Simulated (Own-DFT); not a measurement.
# A change of arrangement and its cost: C34N2Si36, 72 atoms

These are calculations, not measurements. The program, named Own-DFT, is a retired in-house plane-wave density functional code that no person has reviewed. Each row is one single-point run on a periodic cell that was not relaxed, without spin or spin-orbit coupling.

Settings of every run: PBE; PseudoDojo norm-conserving scalar-relativistic files; cutoff 42 hartree; 4 x 4 x 3 k mesh centred on Gamma; Fermi-Dirac smearing of 0.1 eV.

Known limits: not probed for a lower state with spin; forces on such cells passed a denser k mesh, each cell not checked; stress not checked against mesh or cutoff.

All cells hold the same atoms in the same cell, with vectors in Å (9.248, 0.000, 0.000); (-4.624, 8.009, 0.000); (0.000, 0.000, 10.068). Every atom was moved at random from its ideal site; u is the rms move along one axis. The defect's site can differ from row to row. E is the free energy of the cell above the lowest run. The arrangements:

- A: 4H SiC, with two N on a C site each, 3.1 Å apart
- B: 2H SiC, with two N on a C site each, 3.1 Å apart

```
arrangement   u (Å)  E (eV)  P (GPa)
          A  0.0283   0.000     2.50
          A  0.0290   0.220     2.64
          A  0.0305   0.063     2.57
          A  0.0486   4.428     4.08
          A  0.0498   3.091     3.69
          A  0.0516   4.881     4.45
          B  0.0291   1.107     2.96
          B  0.0294   1.141     2.88
          B  0.0308   1.142     2.93
          B  0.0468   4.199     4.00
          B  0.0480   4.368     3.98
          B  0.0498   5.435     4.25
```

Question: once the cost of the random moves is taken out, how do the arrangements rank?

## Worked answer

Fit E = a + b u², with one b for all and one a for each arrangement, and with residuals divided by u², since the noise grows with the moves. Then b = 2434 eV/Å², the scatter at u = 0.04 Å is 0.34 eV, and against A:

- B: 0.96 ± 0.14 eV (higher)

These are energies of unrelaxed cells. Relaxing the atoms lowers the strained arrangements most, so the gaps would shrink and small ones could change sign.
